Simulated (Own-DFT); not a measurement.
# A surface energy from a slab and the bulk: wurtzite AlN, m plane (10-10)

Everything here is calculated. The program is Own-DFT (plane waves, in-house, since retired, never reviewed by a person); positions were held fixed, and spin and spin-orbit coupling were off.

Caveats (not all hold for every row): some atoms lie very close together; k mesh not checked against a denser one.

Both sets of runs: PBE; PseudoDojo norm-conserving scalar-relativistic files; cutoff 42 hartree; Gaussian smearing of 0.01 eV. The slab has 128 atoms in 16 layers, two equal faces of 62.02 Å² as cut, 15 Å of vacuum, a dipole correction along the normal and a 6 x 3 x 1 mesh. The bulk cell has 72 atoms, the same measured lattice constants and a 4 x 4 x 3 mesh. In the slab only the 32 atoms nearest the faces were moved at random; u is their rms move along one axis. Energies are counted from -174.06 eV for each atom.

```
slab run   u (Å)  E (eV, cell)
       1  0.0481        21.497
       2  0.0523        21.871
       3  0.0910        25.245
       4  0.0946        25.907
       5  0.0948        27.811
       6  0.0971        26.372
       7  0.0985        28.751
       8  0.0993        28.365
       9  0.0994        27.155
      10  0.1016        28.514
      11  0.1061        32.310
      12  0.1097        29.023
```

```
bulk run   u (Å)  E (meV/atom)
       1  0.0186         -3.17
       2  0.0189         -2.77
       3  0.0192         -2.51
       4  0.0196         -0.79
       5  0.0202         -2.12
       6  0.0203         -1.58
       7  0.0205         -2.11
       8  0.0948        259.29
       9  0.1026        325.10
      10  0.1071        339.05
```

Asked: what is the energy of the unrelaxed surface?

## Answer

Take each set to u = 0 with E = a + b u². Residuals are scaled by 1/(u² + 0.0006 Å²) to tame the large moves. Slab: a = 19.49 ± 0.38 eV. Bulk: a = -14.1 ± 0.4 meV/atom. The excess is 19.49 - 128 x (-0.0141) = 21.30 ± 0.39 eV. Over two faces that is 172 meV/Å², or 2.75 ± 0.05 J/m². Relaxing the faces would lower the energy, and the unlike meshes and the reach from the smallest u down to zero add errors that aren't counted here.
